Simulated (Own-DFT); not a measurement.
# Response to strain: diamond-structure GeSn with randomly placed atoms, 64 atoms (Ge52Sn12)

Calculated results; nothing here was measured. The program, named Own-DFT, is a retired in-house plane-wave density functional code that no person has reviewed. Each row is one single-point run on a periodic cell that was not relaxed, without spin or spin-orbit coupling.

Settings of every run: PBE; PseudoDojo norm-conserving scalar-relativistic files; cutoff 49 hartree; 3 x 3 x 3 k mesh centred on Gamma; Fermi-Dirac smearing of 0.1 eV.

Known limits: forces on such cells moved up to 12 meV/angstrom on a denser k mesh; stress not checked against mesh or cutoff.

Unstrained cell vectors in Å: (11.628, 0.000, 0.000); (0.000, 11.628, 0.000); (0.000, 0.000, 11.628). The unstrained cell has measured lattice constants (interpolated for alloys), not those of this functional. That, the random moves and any unrelaxed bonds set the pressure at no strain. Each run strains this cell uniformly, with the atoms carried along. Every atom was also moved at random, by a Gaussian of width 0.05 Å on each axis. The random placing of the alloy's atoms differs from row to row. Strain is the symmetric tensor, in per cent. Stress is positive in tension, and the pressure is minus a third of its trace.

| run | e_xx (%) | e_yy (%) | e_zz (%) | s_xx (GPa) | s_yy (GPa) | s_zz (GPa) | P (GPa) | E (meV/atom) |
|---|---|---|---|---|---|---|---|---|
| 1 | -3.00 | -3.00 | 0.00 | -11.37 | -11.07 | -9.45 | 10.63 | 108.7 |
| 2 | 1.50 | 1.50 | 0.00 | -3.25 | -3.19 | -3.88 | 3.44 | 24.0 |
| 3 | -2.25 | -2.25 | 0.00 | -9.42 | -9.58 | -8.25 | 9.08 | 80.0 |
| 4 | 1.25 | 1.25 | 0.00 | -3.38 | -3.32 | -4.05 | 3.58 | 12.5 |
| 5 | -0.50 | -0.50 | 0.00 | -6.13 | -6.06 | -5.87 | 6.02 | 31.5 |
| 6 | 2.25 | 2.25 | 0.00 | -1.96 | -1.86 | -2.92 | 2.25 | 0.0 |
| 7 | -2.00 | -2.00 | 0.00 | -9.24 | -9.27 | -8.15 | 8.89 | 92.1 |
| 8 | 1.00 | 1.00 | 0.00 | -3.83 | -3.60 | -4.09 | 3.84 | 9.5 |
| 9 | 0.50 | 0.50 | 0.00 | ? | ? | ? | ? | ? |

E is the free energy for each atom above the lowest run shown.

## Worked fit

The change of volume is close to e_xx + e_yy + e_zz. A straight line through the runs shown gives P = 5.65 - 80 x (fractional change of volume) GPa, with an error of 2 on the slope and a scatter of 0.26 GPa. The strain isn't the same on all axes, but the crystal is cubic, so the slope still estimates the bulk modulus, averaged over pressures from 2.2 to 10.6 GPa.

## Withheld run

Question: what pressure should run 9 give? Its volume changes by 1.00 %.

The line gives 4.8 GPa. The calculation gave 4.77 GPa.
